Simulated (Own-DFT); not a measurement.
Simulation results for SiO2 (quartz, atoms displaced), TiO2 (rutile, strained, atoms displaced)

Computed with Own-DFT development build. A calculation, not a measurement: plane-wave PBE density functional theory by an unreviewed code, no spin, of a simulated periodic cell, stress positive in tension, free energy of the whole cell less one offset for each atom, oxygen file: force components 24 meV/angstrom off all-electron in one glass; forces on such cells passed a denser k mesh, this cell's mesh not checked; offsets are fitted by least squares, one for each functional and potential file, so energies compare only between cells with the same atoms and settings and are not formation energies; the far tail of each file's local potential was reset to the Coulomb form; each entry is a single point on an unrelaxed cell, so the pressure reflects the starting lattice, mostly measured values (interpolated for alloys), from which strain is counted, and rises with the displacements; printed positions are rounded, which can move forces by about a meV/angstrom; the program, named Own-DFT, is a retired in-house code; no spin-orbit coupling; before rounding, a Quantum ESPRESSO 7.3.1 run of the same cell and cutoff gave forces within 1 meV/angstrom rms on each cell, which checks the program and not the settings.

Common to all runs: functional PBE; potential files PseudoDojo norm-conserving, scalar-relativistic, standard set; wave cutoff 72 hartree; occupations Fermi-Dirac; smearing width 0.1 eV.

(1) SiO2 (quartz, atoms displaced)

```
cell vectors (Å)
   9.8268     0.0000     0.0000
  -4.9134     8.5103     0.0000
   0.0000     0.0000    10.8104
atoms (fractions of the cell vectors)
Si  0.23653  0.00186  0.99883
Si  0.00213  0.23450  0.33589
Si  0.26256  0.26127  0.16751
O   0.20978  0.13795  0.05793
O   0.42855  0.29209  0.22437
O   0.36310  0.06766  0.39559
O   0.07270  0.36622  0.44086
O   0.13793  0.21003  0.27288
O   0.29480  0.42330  0.10646
Si  0.23468  0.00357  0.50021
Si  0.99833  0.23257  0.83487
Si  0.26583  0.26522  0.66852
O   0.20801  0.13555  0.55780
O   0.42655  0.29249  0.72698
O   0.36984  0.07651  0.89520
O   0.07444  0.36819  0.93716
O   0.13288  0.20478  0.77298
O   0.29206  0.42289  0.61038
Si  0.23832  0.50025  0.00051
Si  0.00382  0.73641  0.33590
Si  0.26413  0.76578  0.16708
O   0.20888  0.63249  0.05815
O   0.42653  0.79561  0.22583
O   0.36888  0.57830  0.39456
O   0.06991  0.86663  0.44240
O   0.13117  0.70296  0.27314
O   0.29323  0.92430  0.10979
Si  0.23815  0.50070  0.49810
Si  0.99873  0.73238  0.83256
Si  0.26621  0.76715  0.66541
O   0.20752  0.63255  0.55882
O   0.42868  0.79175  0.72705
O   0.37186  0.57343  0.89397
O   0.07062  0.86568  0.94296
O   0.13987  0.70934  0.77527
O   0.28851  0.92245  0.60858
Si  0.73690  0.99672  0.00212
Si  0.50395  0.23757  0.33320
Si  0.77113  0.26944  0.16895
O   0.70345  0.13453  0.05732
O   0.92886  0.29684  0.22862
O   0.87179  0.07500  0.39317
O   0.57055  0.36506  0.43838
O   0.63304  0.21287  0.27487
O   0.79219  0.42902  0.10702
Si  0.73401  0.00181  0.50176
Si  0.49712  0.22939  0.83415
Si  0.76639  0.26459  0.66562
O   0.70782  0.13501  0.55862
O   0.92333  0.29012  0.72521
O   0.86747  0.07201  0.89062
O   0.57414  0.36529  0.94104
O   0.63240  0.20815  0.77491
O   0.79236  0.42756  0.60958
Si  0.73737  0.50212  0.99943
Si  0.49845  0.73066  0.33560
Si  0.76447  0.76317  0.16408
O   0.70821  0.63266  0.05932
O   0.92811  0.79318  0.22573
O   0.86668  0.57080  0.39343
O   0.57094  0.86610  0.43860
O   0.63605  0.70975  0.27316
O   0.79566  0.92822  0.10556
Si  0.73023  0.49837  0.50010
Si  0.50203  0.73484  0.83309
Si  0.76291  0.76098  0.66515
O   0.70999  0.63429  0.55743
O   0.92464  0.79508  0.72639
O   0.87276  0.58020  0.89211
O   0.57254  0.86526  0.93937
O   0.63449  0.70750  0.77223
O   0.79850  0.92797  0.60610
```

```
k mesh                            : 3 x 3 x 2 centred on Gamma
free energy of cell above offsets : -27.373 eV
pressure                          : 7.43 GPa
stress xx                         : -6.73 GPa
stress yy                         : -8.92 GPa
stress zz                         : -6.65 GPa
stress yz                         : 0.42 GPa
stress xz                         : 1.5 GPa
stress xy                         : 0.04 GPa
```

Force:
```csv
element,x (eV/Å),y (eV/Å),z (eV/Å)
Si,-0.309,-1.115,1.261
Si,0.121,0.597,-1.108
Si,1.757,1.292,-0.645
O,-0.01,-1.207,-0.851
O,-0.244,-0.004,0.084
O,1.516,1.84,-1.789
O,0.302,0.685,0.502
O,-1.382,-0.8,1.631
O,-0.308,0.775,-0.079
Si,0.2,-1.81,0.662
Si,0.439,0.9,-1.315
Si,0.065,-1.178,-0.065
O,-0.776,0.824,0.584
O,0.575,0.033,0.165
O,-0.548,-2.392,0.581
O,0.034,0.421,0.64
O,-0.346,-0.359,0.557
O,-0.899,2.18,-1.634
Si,0.148,-0.501,-0.499
Si,-1.431,-0.72,-0.576
Si,0.753,-1.571,-0.052
O,-0.628,0.664,0.557
O,1.186,-0.427,0.915
O,-0.061,-2.502,0.309
O,0.055,0.416,0.424
O,0.455,-0.245,0.185
O,-1.236,2.197,-1.524
Si,-0.675,-0.958,2.038
Si,1.304,3.363,-1.274
Si,1.317,-1.608,0.674
O,-0.134,0.154,0.007
O,-0.728,0.404,-0.971
O,-0.114,-0.724,0.149
O,0.228,0.168,-0.345
O,-1.056,-0.334,0.663
O,-0.792,2.184,-1.029
Si,-2.149,1.667,-1.843
Si,-2.919,-2.12,0.111
Si,-1.946,-1.017,-1.36
O,0.777,0.073,0.644
O,1.264,0.088,0.462
O,-1.018,-1.532,0.918
O,-0.393,0.967,1.381
O,3.183,-0.5,-1.229
O,0.893,-0.148,0.664
Si,1.392,-1.338,-1.087
Si,0.392,3.206,-0.454
Si,-1.664,0.233,0.924
O,-0.783,0.128,-0.257
O,1.526,0.215,0.71
O,-0.612,-1.414,1.023
O,-0.044,0.171,-0.156
O,1.529,-0.406,-0.984
O,-0.38,0.339,-0.496
Si,0.122,-1.006,-1.1
Si,0.216,3.146,-2.642
Si,0.802,0.696,1.164
O,-0.845,0.346,-0.376
O,0.035,0.024,0.064
O,-0.176,-0.112,0.126
O,0.392,0.962,0.965
O,-0.169,-0.461,0.211
O,1.183,-0.702,1.403
Si,2.131,-0.411,-0.47
Si,-0.287,-0.17,0.065
Si,-0.053,1.471,0.104
O,-1.199,0.22,-0.123
O,1.295,-0.118,0.454
O,-1.352,-3.426,1.634
O,0.345,0.761,0.832
O,0.292,-0.57,0.163
O,-0.561,0.098,-0.278
```

(2) TiO2 (rutile, strained, atoms displaced)

```
cell vectors (Å)
   9.1310    -0.1554     0.1189
  -0.1554     9.1086     0.0655
   0.1149     0.0633     8.8252
atoms (fractions of the cell vectors)
Ti  0.99242  0.99022  0.00142
Ti  0.25052  0.25800  0.16794
O   0.14982  0.14591  0.00383
O   0.34896  0.35707  0.99246
O   0.40445  0.10185  0.16631
O   0.09657  0.40426  0.17199
Ti  0.99812  0.00497  0.33768
Ti  0.25126  0.25582  0.49239
O   0.14914  0.14924  0.32864
O   0.34921  0.34481  0.33118
O   0.41231  0.09521  0.49854
O   0.09266  0.41548  0.49645
Ti  0.00231  0.00452  0.66744
Ti  0.24693  0.24177  0.82411
O   0.16355  0.14518  0.66048
O   0.33956  0.35297  0.66260
O   0.39863  0.10448  0.82606
O   0.10550  0.40142  0.84502
Ti  0.00750  0.49610  0.99487
Ti  0.24968  0.74512  0.16367
O   0.14419  0.65101  0.99651
O   0.34135  0.84689  0.98975
O   0.40122  0.59960  0.17109
O   0.10768  0.90154  0.16444
Ti  0.00299  0.50278  0.33151
Ti  0.25206  0.74702  0.50862
O   0.15784  0.65873  0.33513
O   0.35713  0.85291  0.33503
O   0.40348  0.58860  0.50085
O   0.09555  0.89561  0.50931
Ti  0.99696  0.50837  0.66637
Ti  0.25519  0.74330  0.82553
O   0.15319  0.65858  0.65053
O   0.34505  0.85450  0.66446
O   0.40131  0.60416  0.82965
O   0.10368  0.89872  0.83689
Ti  0.49451  0.99963  0.99443
Ti  0.74855  0.25458  0.16840
O   0.64829  0.15215  0.01214
O   0.84339  0.34707  0.01547
O   0.90134  0.11374  0.16482
O   0.59802  0.40560  0.17050
Ti  0.49689  0.00775  0.33588
Ti  0.75009  0.24697  0.49725
O   0.65268  0.14825  0.33602
O   0.85071  0.34207  0.32107
O   0.90803  0.09745  0.50424
O   0.59451  0.40093  0.50189
Ti  0.50515  0.99988  0.66069
Ti  0.74847  0.24582  0.82617
O   0.64875  0.14953  0.66953
O   0.84640  0.34413  0.67022
O   0.90900  0.10194  0.83686
O   0.60246  0.40490  0.83365
Ti  0.49764  0.49898  0.99759
Ti  0.75130  0.74291  0.17369
O   0.64333  0.63908  0.99735
O   0.84521  0.84704  0.00015
O   0.90900  0.59911  0.17188
O   0.60838  0.89392  0.16683
Ti  0.49875  0.50236  0.33387
Ti  0.74344  0.74302  0.50842
O   0.66297  0.65003  0.33730
O   0.86261  0.85458  0.34212
O   0.89815  0.59730  0.50738
O   0.60092  0.90081  0.50531
Ti  0.50685  0.49745  0.66604
Ti  0.74897  0.74800  0.83470
O   0.65130  0.65016  0.66234
O   0.85637  0.84401  0.66132
O   0.90438  0.59125  0.84001
O   0.59917  0.90195  0.82737
```

```
k mesh                            : 3 x 3 x 3 centred on Gamma
free energy of cell above offsets : -14.514 eV
pressure                          : 12.08 GPa
stress xx                         : -11.84 GPa
stress yy                         : -11.7 GPa
stress zz                         : -12.69 GPa
stress yz                         : 2.47 GPa
stress xz                         : 4.25 GPa
stress xy                         : -8.9 GPa
```

Force:
```csv
element,x (eV/Å),y (eV/Å),z (eV/Å)
Ti,1.949,1.252,0.781
Ti,-0.7,-1.342,-2.552
O,1.067,1.25,-0.069
O,-0.977,-1.268,0.428
O,-0.039,-0.188,-0.206
O,1.016,-0.507,-0.069
Ti,0.054,-1.02,-1.296
Ti,-0.621,-0.324,1.115
O,1.557,1.522,0.86
O,0.367,0.444,0.056
O,-1.47,1.641,0.539
O,1.331,-1.845,0.926
Ti,0.564,-1.586,0.402
Ti,-0.107,-0.277,1.967
O,-0.517,0.295,-0.328
O,0.405,0.081,-0.497
O,0.906,-0.703,0.73
O,-0.461,-0.031,-1.561
Ti,-0.898,-0.648,1.172
Ti,-0.354,1.37,0.532
O,1.137,0.557,0.359
O,0.989,0.293,0.148
O,0.169,-0.222,0.019
O,-0.881,0.206,0.128
Ti,-0.546,0.505,-0.651
Ti,1.447,2.533,-4.234
O,-0.683,-0.786,0.164
O,-0.599,-0.716,-0.464
O,-0.251,0.912,0.187
O,0.362,0.824,-0.558
Ti,-0.442,-0.599,-0.417
Ti,-0.578,1.137,1.547
O,-1.863,-2.348,3.368
O,0.259,-0.35,0.084
O,0.38,-0.629,-0.246
O,-0.9,0.362,-0.4
Ti,0.513,0.442,1.055
Ti,-0.439,-0.934,-0.935
O,-0.514,-0.624,-1.85
O,0.992,1.218,-2.769
O,1.056,-2.36,0.344
O,-0.748,0.289,0.163
Ti,-0.131,-1.69,-1.866
Ti,0.311,0.206,-1.294
O,0.599,0.522,1.444
O,0.304,1.021,2.945
O,-0.96,1.194,0.289
O,0.929,-0.731,-0.131
Ti,-0.677,-0.871,0.296
Ti,0.072,-0.231,2.765
O,1.023,0.935,-0.133
O,0.602,0.527,-0.72
O,-0.742,0.214,-0.366
O,-0.178,-0.388,-0.549
Ti,-0.359,-0.769,0.811
Ti,0.143,1.344,-0.346
O,2.437,2.435,-0.047
O,-0.768,-1.115,-0.825
O,-0.757,0.604,-0.164
O,-0.616,0.213,-0.379
Ti,0.426,0.224,-0.933
Ti,1.736,2.298,-1.797
O,-0.988,-0.731,0.468
O,-1.949,-1.73,-0.816
O,0.132,-0.32,0.121
O,0.278,-0.291,-0.227
Ti,-1.145,-0.93,0.171
Ti,0.225,0.772,0.626
O,-0.249,-0.237,1.921
O,-1.169,-0.603,1.113
O,-0.808,0.786,-0.897
O,0.349,-0.487,0.542
```

(3) TiO2 (rutile, strained, atoms displaced)

```
cell vectors (Å)
   9.1443     0.0204     0.0226
   0.0204     9.1039    -0.0322
   0.0219    -0.0311     8.8007
atoms (fractions of the cell vectors)
Ti  0.99773  0.99777  0.99648
Ti  0.24827  0.24892  0.17734
O   0.14937  0.15123  0.99878
O   0.33921  0.35445  0.99546
O   0.41029  0.09239  0.17018
O   0.10321  0.40104  0.17715
Ti  0.00418  0.99476  0.33360
Ti  0.25346  0.25279  0.49355
O   0.15874  0.14644  0.32632
O   0.33961  0.34051  0.32865
O   0.41099  0.10986  0.49984
O   0.10287  0.41263  0.49713
Ti  0.00716  0.99518  0.66057
Ti  0.23858  0.26356  0.83477
O   0.15356  0.15287  0.67003
O   0.33587  0.35014  0.66412
O   0.40952  0.10158  0.83615
O   0.09984  0.39847  0.83168
Ti  0.99332  0.49634  0.00232
Ti  0.25681  0.75441  0.18060
O   0.14705  0.64178  0.99971
O   0.34151  0.84835  0.00269
O   0.40294  0.59357  0.17199
O   0.09903  0.90295  0.16251
Ti  0.00321  0.49472  0.32804
Ti  0.24631  0.74098  0.49922
O   0.15246  0.65093  0.33662
O   0.35291  0.85023  0.33543
O   0.39328  0.59905  0.49172
O   0.10492  0.89930  0.48936
Ti  0.00396  0.50136  0.66349
Ti  0.24851  0.74399  0.83572
O   0.14751  0.64969  0.66957
O   0.35013  0.84398  0.66409
O   0.40430  0.59116  0.82681
O   0.09523  0.89139  0.83136
Ti  0.50048  0.00762  0.99909
Ti  0.75121  0.24983  0.17279
O   0.64277  0.15441  0.99494
O   0.84928  0.34914  0.00203
O   0.88870  0.09018  0.16101
O   0.59576  0.40798  0.16954
Ti  0.50366  0.00179  0.33104
Ti  0.74349  0.24640  0.50133
O   0.65036  0.15342  0.33992
O   0.85070  0.35688  0.33601
O   0.89844  0.10057  0.50361
O   0.61253  0.39874  0.50773
Ti  0.50407  0.00542  0.67214
Ti  0.75275  0.24901  0.84034
O   0.65434  0.15160  0.66587
O   0.84583  0.35012  0.66859
O   0.90273  0.10071  0.83063
O   0.58846  0.39760  0.84048
Ti  0.49765  0.50742  0.00399
Ti  0.75521  0.74293  0.16302
O   0.65160  0.66080  0.00074
O   0.84794  0.84649  0.99757
O   0.89466  0.60327  0.17162
O   0.59074  0.89526  0.16315
Ti  0.50323  0.50543  0.33811
Ti  0.74198  0.75452  0.48906
O   0.64923  0.66090  0.35295
O   0.84070  0.84660  0.33137
O   0.90412  0.60235  0.48910
O   0.59629  0.89756  0.49074
Ti  0.49951  0.49861  0.66191
Ti  0.75006  0.74474  0.82790
O   0.65535  0.65327  0.65635
O   0.84944  0.85375  0.66705
O   0.91033  0.59187  0.83478
O   0.60082  0.89967  0.83714
```

```
k mesh                            : 3 x 3 x 3 centred on Gamma
free energy of cell above offsets : -15.438 eV
pressure                          : 12.47 GPa
stress xx                         : -11.75 GPa
stress yy                         : -12.14 GPa
stress zz                         : -13.53 GPa
stress yz                         : -1.82 GPa
stress xz                         : 0.14 GPa
stress xy                         : 1.39 GPa
```

Force:
```csv
element,x (eV/Å),y (eV/Å),z (eV/Å)
Ti,0.389,0.385,-0.567
Ti,0.165,-0.737,-4.111
O,-0.152,-0.253,0.314
O,0.8,0.248,0.999
O,-1.45,1.571,-0.221
O,-0.363,-0.083,-1.58
Ti,-1.168,0.08,-0.502
Ti,-0.245,-0.969,2.678
O,-1.385,-0.841,1.007
O,2.393,2.127,0.828
O,-0.429,-0.365,0.261
O,0.391,-1.179,-0.071
Ti,-0.59,0.491,0.938
Ti,1.375,-2.063,0.608
O,-0.464,-0.79,-1.011
O,1.503,0.981,-0.628
O,-0.458,-0.126,-0.889
O,-1.771,1.38,0.245
Ti,1.378,1.216,-0.658
Ti,-0.379,0.391,-2.181
O,0.589,0.328,0.285
O,-0.051,-0.594,-0.118
O,-0.412,0.68,0.816
O,-0.157,-0.21,0.72
Ti,-0.932,0.996,2.34
Ti,0.259,1.11,1.711
O,0.239,0.427,-0.933
O,-0.911,-0.65,0.126
O,1.336,-1.533,0.591
O,-0.853,0.655,0.269
Ti,-1.753,-0.179,-1.272
Ti,0.274,0.768,0.873
O,0.588,0.358,-0.447
O,-0.213,0.027,0.082
O,-0.363,0.903,0.257
O,-0.153,0.631,-0.066
Ti,-0.308,-1.266,0.125
Ti,0.12,-0.279,0.134
O,1.338,0.881,1.003
O,-0.485,-0.446,0.62
O,0.3,0.592,0.667
O,0.56,-0.523,0.236
Ti,0.309,-0.791,0.062
Ti,1.912,-0.225,1.326
O,0.462,0.407,-1.333
O,-1.023,-1.574,-0.917
O,1.374,-0.94,-0.788
O,-2.637,1.887,-0.828
Ti,-0.746,-0.667,-0.063
Ti,0.041,0.182,-1.652
O,-0.179,-0.29,0.455
O,0.267,0.094,0.281
O,0.149,-0.262,0.178
O,0.615,0.237,-0.851
Ti,-0.232,-1.177,-1.365
Ti,-0.857,2.298,-0.369
O,-0.777,-1.371,-0.433
O,-0.005,-0.311,0.24
O,1.334,-1.586,-0.603
O,0.714,0.037,0.417
Ti,0.615,-0.367,-1.045
Ti,2.757,1.252,3.372
O,-2.528,-3.208,-3.867
O,1.556,1.348,-0.703
O,0.381,-0.315,1.137
O,-0.584,1.184,1.109
Ti,0.359,-0.375,1.986
Ti,0.227,1.04,-0.817
O,-0.87,-0.946,1.399
O,0.042,-0.351,0.464
O,-1.155,0.69,0.4
O,-0.072,-0.044,-0.668
```
